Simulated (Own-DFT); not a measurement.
# A layer strained by its substrate: wurtzite GaN, 72 atoms (Ga36N36)

Everything here is calculated. The program is Own-DFT (plane waves, in-house, since retired, never reviewed by a person); positions were held fixed, and spin and spin-orbit coupling were off.

Settings: PBE; PseudoDojo norm-conserving scalar-relativistic files (stringent for Ga); cutoff 96 hartree; 4 x 4 x 3 k mesh centred on Gamma; Gaussian smearing of 0.01 eV.

Limits: forces not confirmed at this smearing and k mesh; stress not checked against mesh or cutoff.

Unstrained cell vectors in Å: (9.567, 0.000, 0.000); (-4.784, 8.285, 0.000); (0.000, 0.000, 10.370). The unstrained cell has measured lattice constants (interpolated for alloys), not those of this functional. That, the random moves and any unrelaxed bonds set the pressure at no strain. Each run strains x and y alike by e, as a substrate would, and holds the height along z. All atoms carry random offsets, Gaussian with a width of 0.05 Å per axis. Stress is positive in tension.

```
e (%),u (Å),(s_xx + s_yy)/2 (GPa),s_zz (GPa)
-3.00,0.049,-26.57,-11.10
-2.25,0.049,-20.93,-9.82
-1.75,0.052,-18.50,-8.25
-1.00,0.050,?,?
0.25,0.050,-5.84,-6.18
0.75,0.051,-2.77,-7.91
1.00,0.052,-2.19,-5.77
1.50,0.050,1.24,-6.42
2.00,0.053,1.91,-3.96
3.00,0.047,6.67,-2.70
```

## Fit

With e as a fraction, the in-plane stress is -7.2 + 555 e - 3194 e² GPa (errors 10 and 613, scatter 0.58), and s_zz is -7.1 + 122 e GPa (slope ± 17, scatter 0.99). At e = 0 the first slope is C11 + C12 and the second 2 C13, both with the ions held to the strained lattice and at the cell's own pressure. The term in e² is negative: the layer stiffens under compression and softens under tension. A free layer would change its height as e changes, and the in-plane slope would drop by 2 C13²/C33 to the biaxial modulus. At fixed height, a misfit of 1 % moves the in-plane stress by about 5.5 GPa and s_zz by 1.2 GPa.

## Check

Asked: what are the two stresses at e = -1.00 %?

Estimate: -13.0 and -8.3 GPa. The calculation gave -12.09 and -8.72 GPa.
